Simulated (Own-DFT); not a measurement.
# Strain and stress in diamond-structure SiGeSn with randomly placed atoms, 64 atoms (Ge52Si8Sn4)

Calculated results; nothing here was measured. They come from Own-DFT, an in-house plane-wave density functional program, since retired, whose code no person has reviewed. Each row is one single-point run on a periodic cell that was not relaxed, without spin or spin-orbit coupling.

Settings of every run: PBE; PseudoDojo norm-conserving scalar-relativistic files; cutoff 49 hartree; 3 x 3 x 3 k mesh centred on Gamma; Fermi-Dirac smearing of 0.1 eV.

Known limits: forces on such cells moved up to 12 meV/angstrom on a denser k mesh; stress not checked against mesh or cutoff.

Unstrained cell vectors in Å: (11.363, 0.000, 0.000); (0.000, 11.363, 0.000); (0.000, 0.000, 11.363). The unstrained cell has measured lattice constants (interpolated for alloys), not those of this functional. That, the random moves and any unrelaxed bonds set the pressure at no strain. Each run strains this cell uniformly, with the atoms carried along. Every atom was also moved at random, by a Gaussian of width 0.05 Å on each axis. The random placing of the alloy's atoms differs from row to row. Strain is the symmetric tensor, in per cent. Stress is positive in tension, and the pressure is minus a third of its trace.

| run | e_xx (%) | e_yy (%) | e_zz (%) | s_xx (GPa) | s_yy (GPa) | s_zz (GPa) | P (GPa) | E (meV/atom) |
|---|---|---|---|---|---|---|---|---|
| 1 | 1.50 | 1.50 | 0.00 | -1.96 | -2.05 | -3.00 | 2.34 | 8.1 |
| 2 | -2.75 | -2.75 | 0.00 | -10.17 | -10.21 | -8.25 | 9.55 | 84.6 |
| 3 | 2.50 | 2.50 | 0.00 | -0.52 | -0.46 | -1.97 | 0.98 | 0.5 |
| 4 | 2.00 | 2.00 | 0.00 | -1.21 | -1.15 | -2.43 | 1.60 | 0.0 |
| 5 | -1.00 | -1.00 | 0.00 | -6.39 | -6.52 | -5.84 | 6.25 | 45.1 |
| 6 | -0.25 | -0.25 | 0.00 | -4.87 | -4.94 | -4.74 | 4.85 | 23.3 |
| 7 | -1.75 | -1.75 | 0.00 | -8.06 | -8.09 | -6.84 | 7.66 | 67.0 |
| 8 | -3.00 | -3.00 | 0.00 | -10.56 | -10.63 | -8.39 | 9.86 | 79.0 |
| 9 | -0.50 | -0.50 | 0.00 | ? | ? | ? | ? | ? |

E is the free energy for each atom above the lowest run shown.

## Worked fit

The change of volume is close to e_xx + e_yy + e_zz. A straight line through the runs shown gives P = 4.86 - 82 x (fractional change of volume) GPa, with an error of 2 on the slope and a scatter of 0.26 GPa. The strain isn't the same on all axes, but the crystal is cubic, so the slope still estimates the bulk modulus, averaged over pressures from 1.0 to 9.9 GPa.

## Withheld run

Question: what pressure should run 9 give? Its volume changes by -1.00 %.

The line gives 5.7 GPa. The calculation gave 5.35 GPa.
